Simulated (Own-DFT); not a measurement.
# Misfit strain and the stress it brings: wurtzite AlN, 72 atoms (Al36N36)

Calculated, not measured: single-point runs of Own-DFT, a retired in-house plane-wave DFT program that no person has reviewed, on unrelaxed cells, without spin or spin-orbit coupling.

Method: PBE; PseudoDojo norm-conserving scalar-relativistic files; cutoff 42 hartree; 3 x 3 x 2 k mesh centred on Gamma; Fermi-Dirac smearing of 0.1 eV.

Keep in mind: forces on such cells moved up to 12 meV/angstrom on a denser k mesh; stress not checked against mesh or cutoff.

Unstrained cell vectors in Å: (9.336, 0.000, 0.000); (-4.668, 8.085, 0.000); (0.000, 0.000, 9.964). The unstrained cell has measured lattice constants (interpolated for alloys), not those of this functional. That, the random moves and any unrelaxed bonds set the pressure at no strain. Each run strains x and y alike by e, as a substrate would, and holds the height along z. Random moves of width 0.05 Å per axis were added to every atom. Stress is positive in tension.

| e (%) | u (Å) | (s_xx + s_yy)/2 (GPa) | s_zz (GPa) |
|---|---|---|---|
| -2.75 | 0.055 | -25.57 | -8.48 |
| -2.50 | 0.045 | -21.66 | -9.34 |
| -2.25 | 0.052 | ? | ? |
| -1.75 | 0.050 | -16.20 | -10.40 |
| -1.25 | 0.045 | -11.49 | -8.55 |
| 0.75 | 0.055 | -1.49 | -4.56 |
| 1.50 | 0.051 | 2.79 | -3.98 |
| 2.00 | 0.047 | 5.09 | -3.83 |
| 2.25 | 0.054 | 6.46 | -5.76 |
| 3.00 | 0.052 | 9.32 | -1.17 |

## Analysis

With e as a fraction, the in-plane stress is -4.7 + 589 e - 4567 e² GPa (errors 14 and 1119, scatter 0.90), and s_zz is -6.4 + 127 e GPa (slope ± 22, scatter 1.39). At e = 0 the first slope is C11 + C12 and the second 2 C13, both with the ions held to the strained lattice and at the cell's own pressure. The term in e² is negative: the layer stiffens under compression and softens under tension. A free layer would change its height as e changes, and the in-plane slope would drop by 2 C13²/C33 to the biaxial modulus. At fixed height, a misfit of 1 % moves the in-plane stress by about 5.9 GPa and s_zz by 1.3 GPa.

## Prediction

The question: what are the two stresses at e = -2.25 %?

From the fit: -20.3 and -9.3 GPa. The run itself gave -21.40 and -8.52 GPa.
